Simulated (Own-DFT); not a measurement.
# Which defects push the lattice out? 4H SiC

The numbers are computed, not measured, by runs of the plane-wave DFT program Own-DFT (in-house, retired, unreviewed) at fixed positions, with no spin and no spin-orbit coupling.

Common settings: PBE; PseudoDojo norm-conserving scalar-relativistic files; cutoff 42 hartree; 4 x 4 x 3 k mesh centred on Gamma; Fermi-Dirac smearing of 0.1 eV.

Known weak points (not all hold for every row): some atoms lie very close together; not probed for a lower state with spin; forces on such cells failed a check on a denser k mesh; forces on such cells passed a denser k mesh, each cell not checked; stress not checked against mesh or cutoff.

All runs share one cell, with vectors in Å (9.248, 0.000, 0.000); (-4.624, 8.009, 0.000); (0.000, 0.000, 10.068) and a volume of 745.7 Å³. Atoms were moved at random from their sites; u is the rms move along one axis. The defect's site can differ from row to row.

| cell | formula | u (Å) | P (GPa) |
|---|---|---|---|
| no defect | C36Si36 | 0.0271 | 3.59 |
| no defect | C36Si36 | 0.0286 | 3.74 |
| no defect | C36Si36 | 0.0618 | 6.43 |
| two N on a C site each | C34N2Si36 | 0.0284 | 2.70 |
| two N on a C site each | C34N2Si36 | 0.0443 | 3.27 |
| two N on a C site each | C34N2Si36 | 0.0471 | 3.97 |
| one Al on a Si site and one N on a C site | AlC35NSi35 | 0.0487 | 5.10 |
| one Al on a Si site and one N on a C site | AlC35NSi35 | 0.0511 | 5.80 |
| one Al on a Si site and one N on a C site | AlC35NSi35 | 0.0521 | 5.81 |
| one C on a Si site and one Si on a C site | C36Si36 | 0.0304 | 7.08 |
| one C on a Si site and one Si on a C site | C36Si36 | 0.0468 | 8.61 |
| one C on a Si site and one Si on a C site | C36Si36 | 0.0475 | 8.74 |
| one C vacancy | C35Si36 | 0.0285 | 3.44 |
| one C vacancy | C35Si36 | 0.0299 | 3.55 |
| one C vacancy | C35Si36 | 0.0465 | 4.27 |
| one C vacancy | C35Si36 | 0.0509 | ? |

## Worked fit

P = P0 + c u² + a shift for each defect gives P0 = 2.97 GPa, c = 902 ± 77 GPa/Å² and a scatter of 0.24 GPa. The shifts, and each times the cell's volume:

- one C on a Si site and one Si on a C site: 3.56 ± 0.20 GPa, 16.6 eV
- one Al on a Si site and one N on a C site: 0.28 ± 0.20 GPa, 1.3 eV (not resolved)
- one C vacancy: -0.38 ± 0.20 GPa, -1.8 eV (not resolved)
- two N on a C site each: -1.16 ± 0.20 GPa, -5.4 eV (-2.7 eV for each of its 2 sites)

Against the defect-free cell, a freed cell would be larger where the shift is positive and smaller where it is negative (160.2 GPa Å³ is 1 eV). The atoms around the defects weren't relaxed, which would change these numbers.

## Prediction

The question: what pressure belongs in the blank (one C vacancy, u = 0.0509 Å)?

From the fit: 4.93 ± 0.29 GPa. The calculation gave 5.38 GPa.
